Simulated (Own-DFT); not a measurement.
GaP (zincblende, strained, atoms displaced) (calculated)

A calculation, not a measurement: plane-wave PBE density functional theory by an unreviewed code, no spin, of a simulated periodic cell, stress positive in tension, free energy of the whole cell less one offset for each atom, forces on such cells passed a denser k mesh, this cell's mesh not checked; offsets are fitted by least squares, one for each functional and potential file, so energies compare only between cells with the same atoms and settings and are not formation energies; the far tail of each file's local potential was reset to the Coulomb form; each entry is a single point on an unrelaxed cell, so the pressure reflects the starting lattice, mostly measured values (interpolated for alloys), from which strain is counted, and rises with the displacements; printed positions are rounded, which can move forces by about a meV/angstrom; the program, named Own-DFT, is a retired in-house code; no spin-orbit coupling. Program: Own-DFT development build.

Common to all runs: functional PBE; potential files PseudoDojo norm-conserving, scalar-relativistic, standard set; wave cutoff 42 hartree; occupations Fermi-Dirac; smearing width 0.1 eV; hardware one NVIDIA H100; k mesh 3 x 3 x 3 centred on Gamma.

```yaml
- entry: 1
  formula: GaP
  kind: "zincblende, strained, atoms displaced"
  structure:
    cell_angstrom:
      - [10.7589, -0.0836, -0.01]
      - [-0.0836, 10.8233, -0.0091]
      - [-0.01, -0.0091, 10.8907]
    atoms_fractional:
      - [Ga, 0.99766, 0.00275, 0.00771]
      - [Ga, 0.00433, 0.25083, 0.25193]
      - [Ga, 0.25367, 0.00221, 0.25123]
      - [Ga, 0.24993, 0.25719, 0.00434]
      - [P, 0.12653, 0.11689, 0.1278]
      - [P, 0.13028, 0.3736, 0.37253]
      - [P, 0.37435, 0.11922, 0.37474]
      - [P, 0.37371, 0.36126, 0.12477]
      - [Ga, 0.99966, 0.98977, 0.50396]
      - [Ga, 0.99599, 0.25774, 0.75556]
      - [Ga, 0.24664, 0.00738, 0.74536]
      - [Ga, 0.24711, 0.25199, 0.50313]
      - [P, 0.12835, 0.12303, 0.63147]
      - [P, 0.12933, 0.36819, 0.87536]
      - [P, 0.37325, 0.12402, 0.87398]
      - [P, 0.37469, 0.37901, 0.62318]
      - [Ga, 0.99078, 0.50545, 0.00551]
      - [Ga, 0.9956, 0.75399, 0.244]
      - [Ga, 0.23691, 0.50503, 0.25019]
      - [Ga, 0.25164, 0.75776, 0.99582]
      - [P, 0.12534, 0.62858, 0.13216]
      - [P, 0.12381, 0.87363, 0.37988]
      - [P, 0.3769, 0.62674, 0.36831]
      - [P, 0.37508, 0.88174, 0.12187]
      - [Ga, 0.99395, 0.49721, 0.49319]
      - [Ga, 0.00477, 0.74699, 0.75192]
      - [Ga, 0.24866, 0.49795, 0.75634]
      - [Ga, 0.25078, 0.75389, 0.49294]
      - [P, 0.11612, 0.63069, 0.62418]
      - [P, 0.12935, 0.8699, 0.87542]
      - [P, 0.36627, 0.62784, 0.8826]
      - [P, 0.38029, 0.87704, 0.62601]
      - [Ga, 0.49566, 0.99903, 0.0071]
      - [Ga, 0.5066, 0.24972, 0.25186]
      - [Ga, 0.75077, 0.9994, 0.24776]
      - [Ga, 0.74657, 0.25393, 0.00564]
      - [P, 0.62121, 0.12284, 0.13181]
      - [P, 0.62231, 0.36959, 0.38552]
      - [P, 0.86736, 0.12685, 0.37353]
      - [P, 0.87246, 0.3726, 0.10741]
      - [Ga, 0.50763, 0.00163, 0.50062]
      - [Ga, 0.49986, 0.246, 0.75283]
      - [Ga, 0.74748, 0.00196, 0.75451]
      - [Ga, 0.75878, 0.25372, 0.502]
      - [P, 0.63114, 0.12414, 0.62264]
      - [P, 0.625, 0.37967, 0.87656]
      - [P, 0.8778, 0.12311, 0.87195]
      - [P, 0.86681, 0.37636, 0.61861]
      - [Ga, 0.49732, 0.49209, 0.00061]
      - [Ga, 0.50116, 0.75878, 0.24975]
      - [Ga, 0.73906, 0.50074, 0.25811]
      - [Ga, 0.74943, 0.75554, 0.00156]
      - [P, 0.62908, 0.63288, 0.12079]
      - [P, 0.62658, 0.87433, 0.37729]
      - [P, 0.87834, 0.63213, 0.38022]
      - [P, 0.8754, 0.87787, 0.12439]
      - [Ga, 0.49725, 0.49998, 0.49851]
      - [Ga, 0.50646, 0.7527, 0.74749]
      - [Ga, 0.7508, 0.50516, 0.75205]
      - [Ga, 0.75141, 0.75156, 0.50614]
      - [P, 0.62657, 0.62467, 0.62135]
      - [P, 0.62886, 0.87299, 0.8671]
      - [P, 0.87205, 0.62291, 0.87342]
      - [P, 0.87539, 0.87961, 0.62744]
  results:
    "free_energy_of_cell_above_offsets [eV]": "-31.889"
    "pressure [GPa]": 5.48
    "stress_xx [GPa]": -5.95
    "stress_yy [GPa]": -5.54
    "stress_zz [GPa]": -4.97
    "stress_yz [GPa]": -0.07
    "stress_xz [GPa]": -0.99
    "stress_xy [GPa]": -2.11
    force_element: [Ga, Ga, Ga, Ga, P, P, P, P, Ga, Ga, Ga, Ga, P, P, P, P, Ga, Ga, Ga, Ga, P, P, P, P, Ga, Ga, Ga, Ga, P, P, P, P, Ga, Ga, Ga, Ga, P, P, P, P, Ga, Ga, Ga, Ga, P, P, P, P, Ga, Ga, Ga, Ga, P, P, P, P, Ga, Ga, Ga, Ga, P, P, P, P]
    "force_x [eV/angstrom]": [0.46, -0.775, -0.589, -0.597, 0.166, -0.866, 0.58, 0.659, 0.166, 0.037, 1.054, 0.538, -1.722, -0.885, -0.005, -0.025, 1.464, 0.396, 1.862, -0.14, -0.613, -0.027, -0.251, -0.574, 0.774, -0.932, -0.229, 0.428, 1.336, -0.916, 1.56, -0.519, 0.911, -0.96, -0.329, -0.854, 0.684, 0.142, 1.427, 0.519, -0.611, 0.255, 0.56, -1.296, -0.193, 0.021, -0.537, 1.507, -0.306, -0.008, 0.925, 0.366, -1.108, 0.444, -0.788, -0.395, -0.079, -1.063, -0.583, 0.166, -0.34, -0.499, 0.562, -0.357]
    "force_y [eV/angstrom]": [-0.318, -0.333, -0.724, -2.076, 1.311, 0.098, 1.122, 2.118, 1.575, -0.588, -1.511, -0.636, 1.118, 1.337, 0.092, -0.34, 0.187, -0.13, -0.638, -0.569, 0.549, 0.367, -0.154, -1.102, 0.213, 0.551, 0.657, -0.62, -1.327, 1.483, -0.512, 0.032, 0.647, -0.318, -0.137, -1.604, 0.071, 0.437, -0.27, 0.537, -0.164, 0.399, 0.187, -1.314, 0.657, -0.688, 0.425, 0.91, 1.006, -0.486, 0.231, -0.17, -0.984, 0.147, -0.453, -0.067, 0.417, -0.892, -0.589, 0.248, -0.201, 0.471, 1.06, -0.745]
    "force_z [eV/angstrom]": [-1.433, -0.81, 0.104, -0.862, 0.074, 0.75, 0.746, 1.438, -0.441, -1.056, 0.858, -0.167, -1.176, 0.72, 0.756, 0.741, -0.967, 0.919, -0.1, 1.068, -1.513, -1.319, 0.249, 1.075, 0.411, 0.094, -0.93, 0.986, -0.579, -0.147, -0.742, -0.184, -1.732, 0.485, 0.337, -1.483, -0.828, -0.577, 0.25, 3.522, -0.16, -0.584, -0.841, -0.642, 0.537, -0.416, 1.059, 1.751, 0.303, -0.585, -0.627, -0.926, 0.818, 0.002, -0.893, 0.091, -0.122, -0.048, -0.682, -0.416, 0.501, 1.779, 0.555, 1.005]
    "wall_time [s]": 512.9
- entry: 2
  formula: GaP
  kind: "zincblende, strained, atoms displaced"
  structure:
    cell_angstrom:
      - [10.832, -0.1746, 0.2148]
      - [-0.1746, 11.0252, 0.0531]
      - [0.2148, 0.0531, 10.9119]
    atoms_fractional:
      - [Ga, 0.01026, 0.00424, 0.99056]
      - [Ga, 0.99326, 0.25487, 0.25388]
      - [Ga, 0.24646, 0.99827, 0.25729]
      - [Ga, 0.24584, 0.24693, 2.0e-05]
      - [P, 0.1263, 0.1267, 0.12104]
      - [P, 0.12735, 0.37668, 0.37954]
      - [P, 0.38142, 0.11892, 0.37768]
      - [P, 0.38826, 0.37622, 0.12691]
      - [Ga, 0.00195, 0.99337, 0.49438]
      - [Ga, 0.99842, 0.24604, 0.75127]
      - [Ga, 0.25618, 0.00542, 0.7561]
      - [Ga, 0.24618, 0.24834, 0.49543]
      - [P, 0.13005, 0.12192, 0.62831]
      - [P, 0.12675, 0.37323, 0.86995]
      - [P, 0.37507, 0.12379, 0.87858]
      - [P, 0.37737, 0.36579, 0.62569]
      - [Ga, 0.00398, 0.49966, 0.99511]
      - [Ga, 0.99716, 0.74873, 0.25458]
      - [Ga, 0.25169, 0.50295, 0.24161]
      - [Ga, 0.24824, 0.75437, 0.00203]
      - [P, 0.12488, 0.62428, 0.12473]
      - [P, 0.13225, 0.86871, 0.38118]
      - [P, 0.36978, 0.62644, 0.37499]
      - [P, 0.37846, 0.87426, 0.12432]
      - [Ga, 0.99916, 0.50398, 0.49568]
      - [Ga, 0.99788, 0.74826, 0.75411]
      - [Ga, 0.23878, 0.49667, 0.75215]
      - [Ga, 0.23997, 0.75075, 0.49736]
      - [P, 0.12127, 0.62204, 0.62339]
      - [P, 0.11576, 0.8702, 0.88727]
      - [P, 0.36881, 0.62327, 0.87128]
      - [P, 0.37789, 0.86961, 0.62295]
      - [Ga, 0.50126, 0.99822, 0.99335]
      - [Ga, 0.50386, 0.2482, 0.24859]
      - [Ga, 0.75535, 0.0012, 0.24597]
      - [Ga, 0.74711, 0.24369, 0.00839]
      - [P, 0.62461, 0.12903, 0.12501]
      - [P, 0.62864, 0.38283, 0.37914]
      - [P, 0.87563, 0.12027, 0.37721]
      - [P, 0.87315, 0.37214, 0.12234]
      - [Ga, 0.49732, 0.99049, 0.50357]
      - [Ga, 0.49632, 0.24349, 0.75573]
      - [Ga, 0.75037, 0.99253, 0.74885]
      - [Ga, 0.74242, 0.25005, 0.50194]
      - [P, 0.62401, 0.12976, 0.62707]
      - [P, 0.62233, 0.37678, 0.88208]
      - [P, 0.87411, 0.11797, 0.87961]
      - [P, 0.87825, 0.37096, 0.6208]
      - [Ga, 0.50817, 0.50138, 0.00431]
      - [Ga, 0.50185, 0.75687, 0.2487]
      - [Ga, 0.75038, 0.49426, 0.25148]
      - [Ga, 0.74825, 0.74113, 0.00052]
      - [P, 0.63336, 0.62555, 0.12434]
      - [P, 0.62566, 0.8739, 0.37661]
      - [P, 0.87112, 0.62519, 0.36991]
      - [P, 0.87105, 0.87693, 0.12703]
      - [Ga, 0.50511, 0.50508, 0.49587]
      - [Ga, 0.49816, 0.74351, 0.7497]
      - [Ga, 0.7523, 0.50285, 0.75221]
      - [Ga, 0.74437, 0.74898, 0.5006]
      - [P, 0.62915, 0.6318, 0.62387]
      - [P, 0.62432, 0.86847, 0.87781]
      - [P, 0.86709, 0.61981, 0.88301]
      - [P, 0.88068, 0.88101, 0.6324]
  results:
    "free_energy_of_cell_above_offsets [eV]": "-32.430"
    "pressure [GPa]": 3.04
    "stress_xx [GPa]": -3.57
    "stress_yy [GPa]": -2.39
    "stress_zz [GPa]": -3.15
    "stress_yz [GPa]": 1.64
    "stress_xz [GPa]": 3.92
    "stress_xy [GPa]": -2.63
    force_element: [Ga, Ga, Ga, Ga, P, P, P, P, Ga, Ga, Ga, Ga, P, P, P, P, Ga, Ga, Ga, Ga, P, P, P, P, Ga, Ga, Ga, Ga, P, P, P, P, Ga, Ga, Ga, Ga, P, P, P, P, Ga, Ga, Ga, Ga, P, P, P, P, Ga, Ga, Ga, Ga, P, P, P, P, Ga, Ga, Ga, Ga, P, P, P, P]
    "force_x [eV/angstrom]": [-1.413, 0.71, 0.905, 1.22, -0.739, -0.221, -0.627, -1.576, 0.361, -0.048, -0.603, 0.852, -0.631, -1.053, -0.183, -0.274, -0.174, 0.438, 0.254, 0.512, -0.382, -1.717, 0.424, -0.561, -0.264, -0.123, 1.792, 1.677, -0.261, 1.562, -0.026, -1.263, 0.175, -0.049, -0.709, 0.905, -0.653, -0.665, -0.339, 0.328, 0.926, 0.665, -0.387, 1.011, -0.424, 0.533, -0.405, -0.425, -0.441, 0.033, 0.579, 0.635, -1.41, 0.225, -0.191, 1.034, -0.909, 0.071, -0.289, 1.466, -0.733, -0.021, 1.235, -0.341]
    "force_y [eV/angstrom]": [0.379, -0.015, 0.615, 1.285, -0.624, -0.049, 0.24, -0.609, 0.857, 0.039, -1.202, 0.006, -0.343, -1.131, -0.336, 0.896, -0.053, 0.746, -0.383, -0.237, -0.09, 0.384, -0.047, 0.254, -0.053, -0.096, 0.744, -0.667, 0.132, -0.396, -0.463, -0.506, 0.336, 0.559, 0.312, 1.154, -1.892, -1.584, 0.178, 0.139, 1.238, 1.268, 1.098, 0.451, -1.63, -0.899, 0.384, 0.2, 0.893, -0.694, 0.805, 1.919, -0.758, 0.285, -0.476, -0.557, 0.149, 0.688, -0.679, 1.204, -1.635, -0.263, 0.008, -1.478]
    "force_z [eV/angstrom]": [1.455, -0.333, -1.097, -0.231, 1.604, -0.87, -0.034, 0.045, 0.537, -0.423, -0.586, 0.255, -0.157, 1.342, 0.752, -0.074, 0.285, -0.881, 0.424, -0.225, 0.155, -1.004, -0.09, 0.309, -0.127, -0.077, -1.532, 0.94, 0.675, -1.67, 0.92, 1.193, 0.5, 0.661, 0.358, -1.6, 0.727, -0.072, 0.259, 0.33, -0.458, -0.509, 0.236, -0.536, 0.554, -0.735, -0.225, 0.647, -0.597, -0.026, -1.031, -0.194, 1.559, -0.137, 1.092, -0.748, 0.743, -0.171, -0.678, -0.644, 0.984, -0.257, -0.708, -0.807]
    "wall_time [s]": 538.0
- entry: 3
  formula: GaP
  kind: "zincblende, strained, atoms displaced"
  structure:
    cell_angstrom:
      - [10.9411, -0.0055, -0.1752]
      - [-0.0055, 10.8129, -0.0882]
      - [-0.1752, -0.0882, 11.0197]
    atoms_fractional:
      - [Ga, 0.00044, 0.99147, 0.00312]
      - [Ga, 0.00172, 0.24631, 0.24544]
      - [Ga, 0.24608, 0.00481, 0.25526]
      - [Ga, 0.25544, 0.24, 0.00494]
      - [P, 0.12464, 0.12208, 0.11633]
      - [P, 0.12973, 0.37255, 0.37792]
      - [P, 0.37229, 0.12201, 0.36904]
      - [P, 0.37766, 0.37446, 0.12277]
      - [Ga, 0.99914, 0.99875, 0.50371]
      - [Ga, 0.99579, 0.24464, 0.7511]
      - [Ga, 0.25053, 0.00813, 0.75413]
      - [Ga, 0.24949, 0.25552, 0.50325]
      - [P, 0.12134, 0.11942, 0.62898]
      - [P, 0.12659, 0.38267, 0.87205]
      - [P, 0.38032, 0.12832, 0.87961]
      - [P, 0.38232, 0.37619, 0.62355]
      - [Ga, 0.00389, 0.50107, 0.00261]
      - [Ga, 0.00519, 0.75216, 0.25177]
      - [Ga, 0.24381, 0.49481, 0.251]
      - [Ga, 0.24855, 0.74789, 0.99629]
      - [P, 0.12292, 0.62716, 0.12631]
      - [P, 0.11797, 0.87145, 0.37716]
      - [P, 0.37319, 0.63067, 0.36948]
      - [P, 0.37222, 0.86569, 0.10936]
      - [Ga, 0.0041, 0.49562, 0.50569]
      - [Ga, 0.00879, 0.75508, 0.75266]
      - [Ga, 0.25434, 0.50075, 0.75422]
      - [Ga, 0.2586, 0.75719, 0.50185]
      - [P, 0.12037, 0.62496, 0.6197]
      - [P, 0.12035, 0.87782, 0.87568]
      - [P, 0.38172, 0.62399, 0.87866]
      - [P, 0.37663, 0.88115, 0.62117]
      - [Ga, 0.49012, 0.99853, 0.99453]
      - [Ga, 0.5005, 0.24776, 0.25612]
      - [Ga, 0.75154, 0.00067, 0.2527]
      - [Ga, 0.74467, 0.24651, 0.99937]
      - [P, 0.62065, 0.12034, 0.12237]
      - [P, 0.63571, 0.37704, 0.37902]
      - [P, 0.86814, 0.11496, 0.37327]
      - [P, 0.8791, 0.36231, 0.12459]
      - [Ga, 0.50487, 0.99752, 0.49614]
      - [Ga, 0.49595, 0.24717, 0.75075]
      - [Ga, 0.75302, 0.00572, 0.75327]
      - [Ga, 0.7534, 0.24878, 0.49592]
      - [P, 0.63008, 0.12406, 0.62256]
      - [P, 0.63166, 0.36922, 0.87056]
      - [P, 0.86707, 0.11815, 0.87858]
      - [P, 0.87698, 0.37866, 0.62257]
      - [Ga, 0.50171, 0.50502, 0.99941]
      - [Ga, 0.49909, 0.74362, 0.25721]
      - [Ga, 0.74194, 0.49269, 0.24161]
      - [Ga, 0.75363, 0.74913, 0.00328]
      - [P, 0.62893, 0.62161, 0.12569]
      - [P, 0.62023, 0.88241, 0.36928]
      - [P, 0.87164, 0.63354, 0.36662]
      - [P, 0.88315, 0.87487, 0.12481]
      - [Ga, 0.50552, 0.5058, 0.4985]
      - [Ga, 0.50694, 0.74829, 0.75365]
      - [Ga, 0.75083, 0.50537, 0.75195]
      - [Ga, 0.7503, 0.74627, 0.50865]
      - [P, 0.62288, 0.62395, 0.62448]
      - [P, 0.62039, 0.87948, 0.87916]
      - [P, 0.87343, 0.62913, 0.87636]
      - [P, 0.87676, 0.87288, 0.62287]
  results:
    "free_energy_of_cell_above_offsets [eV]": "-32.691"
    "pressure [GPa]": 2.92
    "stress_xx [GPa]": -2.82
    "stress_yy [GPa]": -3.57
    "stress_zz [GPa]": -2.36
    "stress_yz [GPa]": -1.78
    "stress_xz [GPa]": -3.05
    "stress_xy [GPa]": -1.18
    force_element: [Ga, Ga, Ga, Ga, P, P, P, P, Ga, Ga, Ga, Ga, P, P, P, P, Ga, Ga, Ga, Ga, P, P, P, P, Ga, Ga, Ga, Ga, P, P, P, P, Ga, Ga, Ga, Ga, P, P, P, P, Ga, Ga, Ga, Ga, P, P, P, P, Ga, Ga, Ga, Ga, P, P, P, P, Ga, Ga, Ga, Ga, P, P, P, P]
    "force_x [eV/angstrom]": [-0.554, 0.172, -0.523, -0.613, 0.14, -0.949, 0.584, 0.076, -0.435, -0.112, 0.139, 0.341, 0.431, 0.099, -0.7, -0.35, -0.771, -0.839, 0.592, -0.763, 0.574, 1.42, -0.288, 0.592, -0.925, -1.206, -0.184, -1.18, 1.677, 1.484, -0.64, 0.594, 0.698, 0.23, -0.877, 0.141, 0.11, -1.267, 1.792, -0.553, -0.582, 0.831, -0.864, 0.213, -0.485, -0.707, 1.633, -0.243, 0.435, 0.295, 1.56, -0.482, -0.475, 0.892, 0.055, -0.867, -0.742, -0.758, 0.028, -0.279, 0.553, 1.092, 0.782, -0.043]
    "force_y [eV/angstrom]": [0.559, -0.713, -1.547, 1.226, 0.124, 0.154, 0.919, 0.274, -0.481, 0.39, -0.89, -1.192, 1.202, -1.243, 0.263, 0.441, -0.447, -0.658, 0.199, -0.743, 0.012, 1.145, -0.988, 1.166, 0.232, -0.973, 0.107, -0.799, 0.789, 0.295, 0.641, 0.192, -0.658, 0.225, -0.997, -0.479, 0.28, 0.007, 1.613, 1.429, 0.555, -0.063, -1.598, -0.288, 0.435, 1.028, 1.067, -0.438, -1.293, 0.708, -0.087, 0.282, 0.908, -1.172, -1.213, 0.013, -0.701, 0.287, -0.739, 0.254, 0.549, -0.129, 0.055, 0.503]
    "force_z [eV/angstrom]": [-0.561, 0.831, -1.221, -0.531, 0.954, -0.363, 1.473, 0.57, -0.502, 0.339, -0.054, 0.147, -0.344, 0.515, -0.917, 0.131, -0.277, -0.441, -0.493, -0.507, 0.079, 0.461, 0.89, 2.297, -1.45, -0.832, -0.849, -0.391, 0.986, 0.104, -0.78, 1.297, 0.915, -0.479, -1.555, 0.324, 0.354, -0.406, 0.747, -0.449, 0.194, -0.45, -0.991, 0.601, 0.103, 0.177, 0.695, 0.493, 0.057, -1.519, 0.506, -0.088, -0.122, 0.424, 0.639, 0.615, -0.715, -0.36, -0.274, -1.304, 0.613, -0.265, -0.014, 0.973]
    "wall_time [s]": 544.8
```
